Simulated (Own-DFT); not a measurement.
# Computed records: AlGa3N4 (wurtzite random alloy, strained, atoms displaced)

Computed with Own-DFT development build. A calculation, not a measurement: plane-wave PBE density functional theory by an unreviewed code, no spin, of a simulated periodic cell, stress positive in tension, free energy of the whole cell less one offset for each atom, forces on such cells passed a denser k mesh, this cell's mesh not checked; offsets are fitted by least squares, one for each functional and potential file, so energies compare only between cells with the same atoms and settings and are not formation energies; the far tail of each file's local potential was reset to the Coulomb form; each entry is a single point on an unrelaxed cell, so the pressure reflects the starting lattice, mostly measured values, from which strain is counted, and rises with the displacements; printed positions are rounded, which can move forces by about a meV/angstrom; the program is a retired in-house code; no spin-orbit coupling.

Settings shared by all entries: functional PBE; potential files PseudoDojo norm-conserving, scalar-relativistic, standard set with the stringent files for Ga; wave cutoff 96 hartree; occupations Gaussian; smearing width 0.01 eV; k mesh 4 x 4 x 3 centred on Gamma.

(1) AlGa3N4 (wurtzite random alloy, strained, atoms displaced)

```
cell vectors (Å)
   9.4379     0.0000     0.0000
  -4.7190     8.1735     0.0000
   0.0000     0.0000    10.2685
atoms (fractions of the cell vectors)
Ga  0.11046  0.21162  0.00260
Ga  0.22189  0.10852  0.24807
N   0.11607  0.23220  0.18274
N   0.22929  0.11193  0.44302
Al  0.12184  0.21823  0.49602
Ga  0.22604  0.11946  0.75619
N   0.11588  0.23355  0.68810
N   0.21901  0.11448  0.93546
Ga  0.10670  0.55217  0.00013
Al  0.21698  0.43716  0.24815
N   0.12404  0.56716  0.19421
N   0.22015  0.44089  0.43513
Al  0.10486  0.54531  0.50473
Ga  0.22806  0.45572  0.75336
N   0.12479  0.56495  0.68011
N   0.20700  0.43084  0.93819
Ga  0.11047  0.88710  0.99999
Ga  0.21258  0.77151  0.24959
N   0.10824  0.88531  0.19110
N   0.22466  0.77832  0.45196
Ga  0.09639  0.87846  0.49937
Al  0.21430  0.77797  0.74236
N   0.10984  0.88480  0.69329
N   0.22242  0.77748  0.93144
Ga  0.44722  0.22764  0.99841
Ga  0.55453  0.11015  0.24643
N   0.44291  0.22629  0.19617
N   0.56924  0.12308  0.44327
Al  0.44082  0.22868  0.49798
Al  0.55209  0.10905  0.74403
N   0.44691  0.21708  0.68864
N   0.55613  0.11428  0.94361
Ga  0.43445  0.54474  0.99932
Ga  0.55946  0.45307  0.24383
N   0.43568  0.54416  0.19412
N   0.55844  0.45402  0.44340
Al  0.45888  0.56505  0.50163
Ga  0.55105  0.43839  0.74831
N   0.44458  0.55238  0.68735
N   0.54910  0.44291  0.93623
Ga  0.45206  0.88570  0.99985
Ga  0.55414  0.78479  0.24594
N   0.45061  0.89616  0.19723
N   0.56324  0.78298  0.43945
Ga  0.44256  0.88135  0.49583
Al  0.55496  0.78502  0.74274
N   0.44175  0.89512  0.69222
N   0.56023  0.77870  0.94092
Ga  0.78381  0.23842  0.98594
Ga  0.89429  0.10856  0.24761
N   0.78476  0.23220  0.18937
N   0.88382  0.10912  0.44553
Ga  0.76617  0.20899  0.50219
Ga  0.89438  0.11721  0.75041
N   0.78811  0.22977  0.69366
N   0.88098  0.10694  0.94047
Al  0.78139  0.55276  0.99805
Ga  0.87614  0.44721  0.25575
N   0.78533  0.56443  0.18984
N   0.88853  0.43899  0.44809
Ga  0.78210  0.55454  0.50156
Ga  0.88562  0.44028  0.75026
N   0.77953  0.55478  0.69236
N   0.89226  0.44287  0.93843
Ga  0.77813  0.89034  0.99949
Ga  0.88695  0.77949  0.25570
N   0.77801  0.88461  0.18060
N   0.88030  0.77116  0.44661
Ga  0.77880  0.89790  0.49774
Ga  0.89133  0.76889  0.75108
N   0.77671  0.88809  0.68540
N   0.89320  0.78063  0.94879
```

* free energy of cell above offsets: -8.651 eV
* pressure: 10.27 GPa
* stress xx: -11.86 GPa
* stress yy: -12.79 GPa
* stress zz: -6.17 GPa
* stress yz: -0.74 GPa
* stress xz: -0.7 GPa
* stress xy: 1.02 GPa

Force:
```tsv
element	x (eV/Å)	y (eV/Å)	z (eV/Å)
Ga	-2.185	0.641	-0.813
Ga	-0.286	0.433	0.666
N	0.327	-1.646	1.398
N	-0.83	-0.758	-0.671
Al	-2.172	1.257	1.018
Ga	-0.442	-0.808	-1.958
N	0.77	-0.874	-0.999
N	1.757	-1.001	1.331
Ga	1.097	1.191	0.829
Al	-0.27	1.764	1.258
N	-0.498	-3.463	-1.2
N	0.604	0.12	0.376
Al	1.109	0.533	-1.524
Ga	-0.139	-0.858	-0.606
N	-1.519	-0.261	1.535
N	0.681	1.175	0.311
Ga	0.996	0.351	-0.047
Ga	1.252	2.205	1.854
N	-0.282	0.796	-0.129
N	-1.384	-1.65	-1.67
Ga	1.914	1.331	1.074
Al	1.782	0.071	0.764
N	-0.534	1.164	-0.632
N	0.275	-0.137	0.141
Ga	-0.192	-1.171	0.863
Ga	0.653	1.963	1.02
N	0.614	-0.091	-1.224
N	-4.78	-2.25	-1.325
Al	2.083	-0.002	0.361
Al	0.982	0.5	1.205
N	-0.418	0.362	-0.951
N	-0.07	-0.275	-1.694
Ga	-0.529	1.158	0.435
Ga	0.398	-0.669	1.6
N	-0.979	1.674	-1.091
N	0.327	-1.264	-0.46
Al	-1.898	-0.746	-0.365
Ga	0.27	0.58	-0.163
N	0.159	1.919	-0.356
N	1.942	0.931	0.518
Ga	-1.58	0.649	0.143
Ga	1.293	-1.645	0.69
N	-1.544	-1.255	-1.566
N	-0.647	-1.371	-0.548
Ga	-0.172	1.855	0.891
Al	0.611	-0.621	0.93
N	0.674	-0.978	-0.152
N	-0.42	-1.448	-1.624
Ga	0.325	-4.309	2.765
Ga	-1.409	0.716	0.312
N	-0.01	-0.854	-0.678
N	2.599	1.587	-1.67
Ga	2.728	2.674	1.306
Ga	0.622	-1.027	0.091
N	-1.924	-2.089	-0.392
N	0.704	0.956	-0.341
Al	-0.946	0.887	0.246
Ga	2.699	-0.59	0.699
N	-1.059	-0.548	-1.687
N	0.142	0.567	-0.73
Ga	-0.536	-1.04	0.661
Ga	1.135	1.764	-0.539
N	-0.346	-0.894	-0.172
N	-1.688	3.326	-0.794
Ga	0.246	-0.34	-0.771
Ga	-0.038	0.235	-0.149
N	-0.355	0.554	2.06
N	-0.235	0.902	-1.489
Ga	0.739	-1.398	1.261
Ga	-1.469	1.652	0.841
N	-0.221	-0.156	1.072
N	-0.506	-1.954	-1.351
```

(2) AlGa3N4 (wurtzite random alloy, strained, atoms displaced)

```
cell vectors (Å)
   9.4379     0.0000     0.0000
  -4.7190     8.1735     0.0000
   0.0000     0.0000    10.2685
atoms (fractions of the cell vectors)
Al  0.10793  0.22580  0.99904
Ga  0.22856  0.11799  0.25200
N   0.12118  0.23021  0.19992
N   0.21938  0.10457  0.44176
Al  0.10186  0.22202  0.49793
Ga  0.21922  0.11866  0.75413
N   0.10385  0.22561  0.68590
N   0.23135  0.11884  0.93049
Ga  0.11596  0.55331  0.00576
Ga  0.22382  0.44871  0.25020
N   0.10548  0.55607  0.18944
N   0.22595  0.44230  0.43680
Ga  0.08969  0.55290  0.49066
Ga  0.22563  0.43585  0.74151
N   0.10695  0.55345  0.69033
N   0.21543  0.44209  0.94186
Ga  0.11126  0.89860  0.00341
Al  0.22068  0.78576  0.25236
N   0.11734  0.88633  0.18734
N   0.21603  0.76724  0.44353
Ga  0.09696  0.88497  0.49745
Al  0.22233  0.77542  0.74645
N   0.11383  0.89134  0.68479
N   0.22681  0.77849  0.94184
Ga  0.45198  0.21884  0.00300
Al  0.55669  0.11242  0.24861
N   0.44855  0.22255  0.18562
N   0.55975  0.12266  0.44271
Ga  0.43663  0.22036  0.49303
Ga  0.55269  0.11120  0.75440
N   0.44263  0.22727  0.68482
N   0.54325  0.11191  0.93393
Ga  0.44179  0.54882  0.00257
Ga  0.54855  0.44374  0.25469
N   0.45150  0.55804  0.19831
N   0.55780  0.45027  0.43800
Ga  0.44439  0.55383  0.50455
Ga  0.55637  0.44796  0.75595
N   0.43805  0.55728  0.69328
N   0.55496  0.44183  0.94269
Ga  0.44333  0.89334  0.00354
Al  0.55910  0.78118  0.24576
N   0.45236  0.89730  0.18839
N   0.55553  0.77575  0.44152
Ga  0.45685  0.89548  0.49947
Ga  0.55221  0.77382  0.74730
N   0.44849  0.88589  0.67807
N   0.55547  0.77995  0.94560
Al  0.78966  0.22674  0.00075
Al  0.89552  0.11647  0.25554
N   0.78172  0.22628  0.18985
N   0.88473  0.10963  0.43243
Ga  0.77585  0.22602  0.49980
Ga  0.90680  0.11881  0.75851
N   0.77278  0.21323  0.68807
N   0.88909  0.11233  0.93610
Al  0.78364  0.55572  0.99789
Ga  0.89831  0.45269  0.24488
N   0.76845  0.55723  0.19019
N   0.89514  0.44414  0.44449
Ga  0.78733  0.56251  0.49697
Ga  0.89601  0.45139  0.74440
N   0.77111  0.55088  0.69031
N   0.87859  0.44466  0.93674
Ga  0.78220  0.89380  0.00230
Ga  0.88967  0.78206  0.24525
N   0.77499  0.87565  0.19003
N   0.88337  0.77956  0.44320
Ga  0.77990  0.88906  0.49262
Ga  0.88946  0.77666  0.74962
N   0.78108  0.88682  0.69220
N   0.88987  0.77890  0.93591
```

* free energy of cell above offsets: -7.620 eV
* pressure: 10.66 GPa
* stress xx: -12.62 GPa
* stress yy: -10.87 GPa
* stress zz: -8.48 GPa
* stress yz: 0.27 GPa
* stress xz: 0.34 GPa
* stress xy: -0.75 GPa

Force:
```tsv
element	x (eV/Å)	y (eV/Å)	z (eV/Å)
Al	1.426	-0.321	0.792
Ga	0.401	-0.904	0.24
N	-1.772	-1.694	-2.581
N	-2.004	0.838	-0.676
Al	1.025	0.153	-0.351
Ga	1.383	-0.911	-2.438
N	2.136	-0.401	-2.006
N	-2.025	0.198	3.047
Ga	-1.818	1.072	-1.331
Ga	0.402	1.015	0.739
N	2.174	2.119	0.316
N	-1.294	-0.744	0.987
Ga	6.951	2.068	3.127
Ga	-2.425	1.839	1.512
N	1.583	1.174	-0.696
N	1.225	-1.082	-0.586
Ga	0.996	-0.808	-1.458
Al	2.009	-1.093	0.642
N	-1.252	1.07	0.608
N	-0.181	2.433	-2.099
Ga	2.477	0.371	0.96
Al	0.211	0.49	0.076
N	0.406	-0.338	0.965
N	-1.18	-0.218	-1.262
Ga	-2.27	1.569	-0.146
Al	0.405	0.694	0.712
N	0.31	-0.433	1.339
N	-0.111	-1.273	-2.435
Ga	0.666	1.084	1.729
Ga	-0.119	-0.163	-1.993
N	-0.161	-0.22	0.288
N	4.082	-0.636	1.048
Ga	0.03	0.889	0.412
Ga	1.412	-0.274	-0.221
N	-2.076	1.104	-1.527
N	0.619	-0.606	0.663
Ga	-0.382	0.318	-0.403
Ga	-0.22	-0.818	-0.514
N	1.765	-0.459	-0.608
N	0.787	0.837	0.21
Ga	0.552	-0.264	-0.734
Al	-0.43	-0.545	1.01
N	-0.521	-0.822	1.686
N	0.236	0.216	-1.901
Ga	-1.36	-0.408	-0.844
Ga	0.503	1.563	1.102
N	-1.624	0.068	2.611
N	0.129	-0.295	-0.635
Al	-2.041	0.087	-0.316
Al	-0.371	-0.502	-1.46
N	0.437	-1.157	-0.593
N	0.667	0.772	0.641
Ga	0.527	-0.812	1.016
Ga	-3.717	-2.202	-1.849
N	0.699	0.983	0.515
N	0.409	1.033	2.483
Al	-1.815	0.593	0.742
Ga	-2.944	-1.149	0.956
N	1.849	-0.18	-1.012
N	-5.023	-2.286	-3
Ga	-1.505	-1.496	0.886
Ga	-1.372	-1.913	0.965
N	0.682	0.787	-0.803
N	1.836	-0.871	0.638
Ga	-0.377	-1.303	-0.465
Ga	1.479	-1.33	1.03
N	-1.714	3.442	0.003
N	0.891	-0.671	-2.128
Ga	-1.66	0.452	2.118
Ga	0.411	0.006	-0.25
N	-0.546	0.777	-0.701
N	0.125	-0.511	1.209
```

(3) AlGa3N4 (wurtzite random alloy, strained, atoms displaced)

```
cell vectors (Å)
   9.4379     0.0000     0.0000
  -4.7190     8.1735     0.0000
   0.0000     0.0000    10.2685
atoms (fractions of the cell vectors)
Ga  0.11940  0.22358  0.00060
Ga  0.21385  0.10234  0.24872
N   0.11467  0.21587  0.19914
N   0.22623  0.11323  0.43953
Ga  0.10709  0.22360  0.49305
Ga  0.22023  0.10516  0.74909
N   0.11930  0.22327  0.69311
N   0.21630  0.10588  0.93672
Ga  0.11360  0.54984  0.99160
Ga  0.22808  0.44494  0.25008
N   0.10571  0.55920  0.18596
N   0.22600  0.45035  0.44694
Ga  0.09288  0.53694  0.49865
Al  0.21574  0.43689  0.75277
N   0.10961  0.55236  0.68418
N   0.21630  0.44413  0.93518
Al  0.10914  0.88964  0.00279
Al  0.22360  0.77901  0.25265
N   0.10707  0.88255  0.17961
N   0.22123  0.77970  0.43944
Ga  0.10947  0.90105  0.49662
Ga  0.21449  0.77502  0.75422
N   0.10564  0.88070  0.68961
N   0.23445  0.78387  0.94148
Ga  0.45548  0.22793  0.01326
Ga  0.55761  0.11606  0.24611
N   0.44092  0.21823  0.18626
N   0.55247  0.11012  0.44330
Ga  0.44816  0.23829  0.50678
Ga  0.55558  0.11759  0.74506
N   0.44808  0.22920  0.69067
N   0.56267  0.11481  0.94460
Ga  0.44968  0.56250  0.00989
Al  0.56545  0.44847  0.24947
N   0.43541  0.55172  0.18903
N   0.55827  0.44056  0.44207
Ga  0.44336  0.55911  0.49826
Ga  0.55700  0.43825  0.74000
N   0.43435  0.55457  0.68931
N   0.55224  0.44738  0.93874
Al  0.45703  0.88731  0.98871
Al  0.56216  0.78874  0.24537
N   0.44464  0.88644  0.19808
N   0.56220  0.77443  0.43554
Ga  0.44989  0.88783  0.49653
Ga  0.55059  0.78303  0.74591
N   0.44047  0.88647  0.68659
N   0.54939  0.78291  0.93502
Al  0.77926  0.22536  0.00317
Ga  0.89437  0.11171  0.25071
N   0.77022  0.21602  0.17593
N   0.90051  0.11443  0.44314
Al  0.78007  0.21833  0.48905
Ga  0.89523  0.10950  0.75913
N   0.77944  0.22534  0.69046
N   0.88329  0.09837  0.93824
Ga  0.77708  0.55417  0.00085
Ga  0.88817  0.44107  0.25026
N   0.76974  0.54447  0.19050
N   0.88310  0.44556  0.43478
Al  0.77442  0.56163  0.49904
Ga  0.88798  0.44001  0.74293
N   0.77889  0.55034  0.68377
N   0.89295  0.45173  0.94443
Ga  0.77609  0.88864  0.00472
Ga  0.87624  0.78027  0.25084
N   0.77847  0.89817  0.18184
N   0.89403  0.78932  0.43921
Ga  0.78354  0.89575  0.49708
Ga  0.88791  0.77223  0.74410
N   0.78350  0.89564  0.68568
N   0.89683  0.77724  0.95141
```

* free energy of cell above offsets: -8.126 eV
* pressure: 10.51 GPa
* stress xx: -11.86 GPa
* stress yy: -10.93 GPa
* stress zz: -8.73 GPa
* stress yz: 0.31 GPa
* stress xz: 0.18 GPa
* stress xy: -0.51 GPa

Force:
```tsv
element	x (eV/Å)	y (eV/Å)	z (eV/Å)
Ga	-0.985	-0.44	0.107
Ga	2.119	-0.622	0.553
N	-1.411	1.532	-1.698
N	-0.35	1.379	-0.336
Ga	3.069	1.302	2.219
Ga	0.206	0.135	0.569
N	-1.036	0.17	-0.949
N	1.356	-0.105	0.803
Ga	-1.486	2.11	1.708
Ga	-2.508	-0.152	0.91
N	1.489	-0.135	0.483
N	-0.437	-1.072	-1.907
Ga	1.043	3.1	0.25
Al	0.307	1.017	-0.823
N	0.576	-0.489	1.129
N	2.231	-0.838	-0.192
Al	1.64	-0.02	-0.968
Al	-0.36	-0.313	-0.228
N	0.005	-0.177	1.988
N	-0.287	-0.592	-0.634
Ga	2.363	-1.653	0.963
Ga	1.213	-0.342	-0.438
N	0.039	1.13	-0.783
N	-0.921	0.161	0.205
Ga	-0.934	-0.622	-3.66
Ga	-0.345	-1.309	1.127
N	-0.491	1.52	2.992
N	1.168	1.294	-0.669
Ga	0.582	-3.328	-0.611
Ga	0.924	-1.082	1.023
N	-0.624	-2.31	-0.422
N	0.104	-0.489	-0.737
Ga	-0.6	-0.541	-2.564
Al	-2.282	-1.609	0.67
N	3.195	1.818	1.299
N	-0.253	2.921	-1.997
Ga	0.68	-0.183	1.13
Ga	-1.591	2.877	2.262
N	0.859	-0.184	0.065
N	0.473	-0.094	-0.274
Al	-4.002	2.193	2.366
Al	-0.621	-1.252	0.892
N	-0.137	-0.101	-1.714
N	-0.088	0.978	-1.316
Ga	-1.303	-0.483	0.121
Ga	1.458	-0.911	0.044
N	-0.798	1.108	-0.074
N	3.27	-1.67	0.025
Al	0.696	-0.006	-2.525
Ga	-1.125	0.788	-0.286
N	1.523	0.689	2.535
N	-3.504	-0.206	-1.802
Al	-1.281	0.371	1.723
Ga	-0.548	0.539	-1.547
N	0.748	-1.479	-1.864
N	-0.504	2.663	1.598
Ga	-0.209	0.17	-0.088
Ga	0.175	0.118	-0.966
N	-0.132	1.547	0.229
N	-1.218	-1.393	0.678
Al	1.103	-0.005	-0.251
Ga	0.339	0.753	1.636
N	-0.616	0.683	-0.882
N	-0.107	-2.088	-1.268
Ga	0.546	-0.984	-2.36
Ga	2.169	-0.728	-0.68
N	-0.655	-1.277	2.329
N	-0.502	-2.261	-0.513
Ga	-0.728	-0.693	1.262
Ga	-0.965	0.273	1.638
N	-0.325	-1.105	0.263
N	-1.399	0.004	-1.773
```

(4) AlGa3N4 (wurtzite random alloy, strained, atoms displaced)

```
cell vectors (Å)
   9.4379     0.0000     0.0000
  -4.7190     8.1735     0.0000
   0.0000     0.0000    10.2685
atoms (fractions of the cell vectors)
Ga  0.11326  0.22352  0.00086
Ga  0.21355  0.10333  0.25569
N   0.10998  0.22709  0.17916
N   0.22123  0.11707  0.44375
Ga  0.10680  0.22334  0.50113
Ga  0.23743  0.12476  0.74886
N   0.10859  0.21824  0.68855
N   0.21453  0.10233  0.94552
Ga  0.10894  0.55087  0.00020
Ga  0.21664  0.42897  0.24723
N   0.10952  0.56336  0.18593
N   0.23038  0.44236  0.43451
Al  0.11671  0.54826  0.50253
Al  0.23133  0.45114  0.75146
N   0.10839  0.55463  0.68791
N   0.23519  0.45261  0.94812
Al  0.10715  0.89123  0.00358
Ga  0.21117  0.76052  0.25266
N   0.11364  0.88745  0.18617
N   0.22890  0.78205  0.43698
Al  0.11606  0.88728  0.50570
Ga  0.22775  0.78086  0.74793
N   0.10496  0.88196  0.69153
N   0.20953  0.76646  0.93492
Al  0.44571  0.22495  0.99671
Ga  0.56219  0.11114  0.24552
N   0.44093  0.21668  0.19047
N   0.55245  0.11378  0.43180
Ga  0.43573  0.20947  0.49668
Ga  0.55582  0.12216  0.75317
N   0.43333  0.22295  0.69103
N   0.55340  0.10883  0.93423
Al  0.43561  0.55372  0.00644
Al  0.56689  0.45618  0.24411
N   0.44567  0.55725  0.18424
N   0.55334  0.43369  0.43408
Ga  0.44760  0.56146  0.49612
Ga  0.55953  0.44018  0.74648
N   0.43133  0.55640  0.68666
N   0.55939  0.45277  0.93832
Ga  0.43662  0.88707  0.00114
Ga  0.55786  0.78313  0.25574
N   0.44993  0.88457  0.18337
N   0.55215  0.78080  0.44792
Ga  0.43718  0.88580  0.50288
Al  0.56704  0.77980  0.75209
N   0.44012  0.88437  0.69282
N   0.56700  0.78660  0.93952
Al  0.77341  0.22634  0.99919
Ga  0.88736  0.10939  0.24246
N   0.77906  0.22901  0.19329
N   0.90042  0.12433  0.43233
Ga  0.77840  0.22551  0.50626
Ga  0.88373  0.09899  0.75072
N   0.77793  0.21849  0.68652
N   0.88915  0.11355  0.94042
Ga  0.77624  0.54883  0.00281
Ga  0.89117  0.44657  0.23891
N   0.77721  0.55477  0.18801
N   0.89287  0.43997  0.44331
Ga  0.77542  0.55184  0.50219
Ga  0.89229  0.43516  0.75611
N   0.77594  0.55696  0.69354
N   0.89068  0.45343  0.93733
Ga  0.77465  0.89528  0.00449
Ga  0.89003  0.77799  0.25699
N   0.77789  0.89259  0.18787
N   0.89112  0.77559  0.43324
Ga  0.78152  0.89071  0.50155
Ga  0.88647  0.77817  0.75363
N   0.78715  0.89961  0.68957
N   0.88698  0.78068  0.94300
```

- free energy of cell above offsets: -8.010 eV
- pressure: 10.34 GPa
- stress xx: -10.84 GPa
- stress yy: -10.64 GPa
- stress zz: -9.54 GPa
- stress yz: -1.04 GPa
- stress xz: 0.32 GPa
- stress xy: -2.65 GPa

Force:
```tsv
element	x (eV/Å)	y (eV/Å)	z (eV/Å)
Ga	-0.059	-0.13	-1.59
Ga	0.868	0.922	-0.726
N	0.291	-2.234	1.533
N	-0.443	-2.563	-0.3
Ga	1.053	0.531	0.711
Ga	-4.627	-3.741	2.015
N	-0.128	1.657	0.961
N	1.519	1.413	-0.966
Ga	0.299	0.679	-0.218
Ga	0.082	2.968	0.624
N	1.264	-3.368	-0.588
N	-1.686	0.641	0.16
Al	-0.885	0.431	-0.401
Al	-2.014	-1.397	0.586
N	1.537	-0.695	-0.264
N	-1.771	-1.377	-2.494
Al	0.35	-1.457	-0.721
Ga	0.756	4.105	0.231
N	-0.493	-0.434	0.234
N	-1.897	-1.826	0.82
Al	-0.857	0.077	-0.384
Ga	-1.406	-1.045	0.793
N	0.611	1.353	-1.284
N	-0.119	1.866	0.919
Al	-0.641	-0.308	1.1
Ga	-1.796	-0.541	0.34
N	-0.066	1.554	-1.218
N	1.363	-1.023	1.289
Ga	0.353	1.737	0.026
Ga	0.627	-1.703	-1.169
N	4.284	1.304	-1.983
N	-0.258	1.55	1.67
Al	2.999	2.175	-0.79
Al	-1.433	-2.368	0.851
N	0.59	-0.23	1.201
N	-0.362	1.49	-0.296
Ga	0.955	-1.567	0.543
Ga	-1.762	1.444	0.758
N	2.695	1.32	0.227
N	-1.18	-1.685	0.365
Ga	0.4	-0.739	-1.064
Ga	0.224	-0.889	-0.258
N	-1.439	0.376	1.079
N	1.279	0.649	-1.22
Ga	0.946	1.62	0.506
Al	-1.552	-0.265	0.108
N	2.107	1.392	-0.29
N	-2.017	-2.088	-1.115
Al	0.786	-0.442	0.065
Ga	-0.027	0.996	0.969
N	0.793	-0.779	-2.728
N	-1.572	-1.988	0.123
Ga	-0.161	-0.809	-1.925
Ga	0.346	3.656	1.35
N	-0.522	-0.187	1.382
N	-1.133	1.332	0.105
Ga	-1.166	2.222	-0.521
Ga	-0.303	0.179	2.631
N	-0.101	0.524	0.27
N	0.391	1.729	-0.832
Ga	0.509	-0.354	-0.208
Ga	-0.711	1.22	-1.411
N	0.931	-0.435	-0.768
N	0.747	-2.715	0.858
Ga	1.459	-0.49	-0.326
Ga	0.018	0.258	-2.487
N	0.511	-0.852	1.062
N	0.421	0.594	2.728
Ga	0.066	0.744	-0.666
Ga	0.641	-0.056	0.834
N	-1.003	-3.945	-1.099
N	0.513	0.015	0.28
```

(5) AlGa3N4 (wurtzite random alloy, strained, atoms displaced)

```
cell vectors (Å)
   9.4379     0.0000     0.0000
  -4.7190     8.1735     0.0000
   0.0000     0.0000    10.2685
atoms (fractions of the cell vectors)
Ga  0.11638  0.23354  0.99612
Ga  0.22663  0.11313  0.24411
N   0.11020  0.22392  0.18880
N   0.21466  0.11788  0.44134
Ga  0.11690  0.22695  0.50063
Ga  0.22484  0.12061  0.75765
N   0.11268  0.21876  0.70194
N   0.22205  0.11619  0.93760
Al  0.10423  0.54416  0.99086
Al  0.21866  0.44523  0.25373
N   0.10874  0.54891  0.18371
N   0.21446  0.43423  0.43911
Ga  0.11160  0.55144  0.49426
Al  0.22506  0.45225  0.75311
N   0.11099  0.55435  0.69064
N   0.22131  0.43943  0.94087
Al  0.10354  0.88183  0.98902
Al  0.22207  0.78828  0.25263
N   0.11610  0.88473  0.18420
N   0.22983  0.77110  0.43949
Ga  0.11317  0.88677  0.51074
Al  0.21073  0.77891  0.74990
N   0.10927  0.89366  0.68883
N   0.22360  0.78061  0.94547
Ga  0.43376  0.21790  0.99602
Al  0.55106  0.10656  0.25145
N   0.45503  0.23426  0.18394
N   0.55493  0.10987  0.43730
Ga  0.44176  0.21303  0.49934
Ga  0.55948  0.12147  0.74401
N   0.44850  0.21949  0.69334
N   0.55672  0.11565  0.94039
Al  0.44764  0.56390  0.00866
Ga  0.55336  0.44736  0.25058
N   0.44035  0.56188  0.18797
N   0.55223  0.44805  0.44044
Al  0.44084  0.55696  0.49228
Ga  0.56255  0.44595  0.75090
N   0.43357  0.54549  0.69076
N   0.55728  0.44404  0.93485
Ga  0.44745  0.89074  0.00647
Ga  0.54822  0.78507  0.25524
N   0.44066  0.88773  0.18902
N   0.55745  0.77752  0.43872
Ga  0.44474  0.89070  0.49768
Ga  0.55628  0.78157  0.74967
N   0.43981  0.89844  0.68531
N   0.55884  0.77887  0.93606
Ga  0.79356  0.22780  0.00247
Ga  0.87982  0.11099  0.24765
N   0.77406  0.21255  0.20022
N   0.87531  0.10582  0.43486
Ga  0.78081  0.22274  0.50782
Ga  0.89480  0.11685  0.74836
N   0.77365  0.22121  0.69212
N   0.89154  0.11354  0.93101
Ga  0.77118  0.55137  0.00186
Ga  0.89878  0.45405  0.25150
N   0.78140  0.56246  0.19664
N   0.89299  0.44833  0.44266
Ga  0.76079  0.54915  0.50105
Ga  0.89636  0.45563  0.74549
N   0.78186  0.55570  0.68264
N   0.89130  0.44565  0.93232
Ga  0.77702  0.89229  0.00577
Ga  0.89147  0.77340  0.25076
N   0.76554  0.88261  0.19330
N   0.90092  0.78764  0.44400
Ga  0.77532  0.88690  0.50910
Ga  0.88723  0.78878  0.75712
N   0.77484  0.89220  0.68841
N   0.87389  0.76753  0.94434
```

* free energy of cell above offsets: -8.792 eV
* pressure: 10.01 GPa
* stress xx: -12.32 GPa
* stress yy: -9.23 GPa
* stress zz: -8.48 GPa
* stress yz: 0.65 GPa
* stress xz: -0.43 GPa
* stress xy: 0.44 GPa

Force:
```tsv
element	x (eV/Å)	y (eV/Å)	z (eV/Å)
Ga	-0.186	-2.638	1.475
Ga	-0.694	0.014	0.564
N	0.041	0.418	-0.016
N	2.906	-1.787	-0.954
Ga	-2.296	-1.716	1.405
Ga	1.586	-0.832	-1.22
N	-0.878	2.63	-2.075
N	-0.896	-2.392	1.119
Al	0.488	1.857	1.36
Al	0.135	-0.529	-1.024
N	0.881	1.555	-0.176
N	1.152	2.495	-1.188
Ga	-0.288	0.262	1.308
Al	0.022	-1.2	0.14
N	1.232	1.309	-0.114
N	0.163	3.671	-1.185
Al	0.199	0.692	1.558
Al	1.267	-2.03	-0.385
N	-1.08	0.825	-0.867
N	-1.804	0.828	-1.346
Ga	0.187	0.515	-2.072
Al	1.982	0.339	0.398
N	0.361	-0.305	2.32
N	-0.85	-1.385	-1.784
Ga	2.133	0.931	0.396
Al	0.162	1.143	-0.468
N	0.189	-1.852	0.84
N	-0.001	0.343	-0.967
Ga	-1.056	0.962	0.481
Ga	0.813	-2.095	2.36
N	-2.288	1.335	-1.402
N	0.716	-0.207	0.028
Al	0.208	-0.754	-1.783
Ga	0.051	0.682	0.104
N	-0.295	-0.81	0.629
N	-1.464	-1.048	-0.463
Al	-0.127	-0.353	1.52
Ga	-0.842	0.054	-0.501
N	0.654	1.248	-1.463
N	-1.673	0.43	1.401
Ga	-0.133	0.555	-1.678
Ga	1.267	-0.94	-0.147
N	-1.498	1.035	1.205
N	-0.489	-0.978	0.842
Ga	0.824	-0.072	1.023
Ga	-1.437	-0.558	-0.262
N	-0.075	-1.618	0.75
N	-0.641	-0.671	0.939
Ga	-2.332	-0.71	0.287
Ga	2.917	-1.283	1.169
N	-2.813	2.218	-2.075
N	1.562	0.358	1.3
Ga	-0.384	0.247	-1.195
Ga	-1.216	-0.374	-0.17
N	1.502	1.227	-0.332
N	0.504	-0.558	1.561
Ga	0.749	-0.847	0.656
Ga	-0.857	-1.616	0.565
N	-0.129	-1.974	-1.367
N	-1.166	-0.46	-0.344
Ga	2.629	1.755	-0.556
Ga	-0.622	-1.686	0.196
N	-0.972	1.152	1.271
N	-0.09	0.421	0.975
Ga	-0.232	0.196	-0.021
Ga	-0.719	2.431	1.086
N	1.359	0.464	-0.479
N	-1.18	-1.469	-0.616
Ga	0.712	0.51	-2.21
Ga	0.286	-1.37	-0.868
N	0.236	0.036	1.09
N	1.632	1.971	-0.548
```
